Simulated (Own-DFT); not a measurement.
# Response to strain: wurtzite AlGaN with randomly placed atoms, 72 atoms (Al9Ga27N36)

These are calculations, not measurements. They come from Own-DFT, an in-house plane-wave density functional program, since retired, whose code no person has reviewed. Each row is one single-point run on a periodic cell that was not relaxed, without spin or spin-orbit coupling.

Settings of every run: PBE; PseudoDojo norm-conserving scalar-relativistic files; cutoff 42 hartree; 4 x 4 x 3 k mesh centred on Gamma; Fermi-Dirac smearing of 0.1 eV.

Known limits: forces on such cells passed a denser k mesh, each cell not checked; stress not checked against mesh or cutoff.

Unstrained cell vectors in Å: (9.509, 0.000, 0.000); (-4.755, 8.235, 0.000); (0.000, 0.000, 10.268). The unstrained cell has measured lattice constants (interpolated for alloys), not those of this functional. That, the random moves and any unrelaxed bonds set the pressure at no strain. Each run strains this cell uniformly, with the atoms carried along. Every atom was also moved at random, by a Gaussian of width 0.05 Å on each axis. The random placing of the alloy's atoms differs from row to row. Strain is the symmetric tensor, in per cent. Stress is positive in tension, and the pressure is minus a third of its trace.

```
run,e_xx (%),e_yy (%),e_zz (%),s_xx (GPa),s_yy (GPa),s_zz (GPa),P (GPa),E (meV/atom)
1,2.50,2.50,0.00,5.38,4.01,-4.84,-1.52,21.4
2,-1.75,-1.75,0.00,-19.26,-14.79,-10.63,14.89,37.3
3,-2.50,-2.50,0.00,-22.35,-22.47,-11.36,18.73,53.3
4,-2.75,-2.75,0.00,-25.54,-25.22,-10.89,20.55,75.5
5,0.25,0.25,0.00,-4.70,-5.86,-9.63,6.73,25.6
6,-1.00,-1.00,0.00,-13.75,-13.28,-8.89,11.97,35.4
7,1.75,1.75,0.00,1.43,1.66,-4.09,0.34,0.0
8,2.00,2.00,0.00,1.33,4.23,-4.46,-0.36,0.6
9,-0.75,-0.75,0.00,?,?,?,?,?
```

E is the free energy for each atom above the lowest run shown.

## Worked fit

The change of volume is close to e_xx + e_yy + e_zz. A straight line through the runs shown gives P = 8.21 - 210 x (fractional change of volume) GPa, with an error of 6 on the slope and a scatter of 0.67 GPa. The strain isn't the same on all axes and the cell isn't cubic, so the slope belongs to this path and is not the bulk modulus.

## Withheld run

Question: what pressure should run 9 give? Its volume changes by -1.49 %.

The line gives 11.4 GPa. The calculation gave 10.79 GPa.
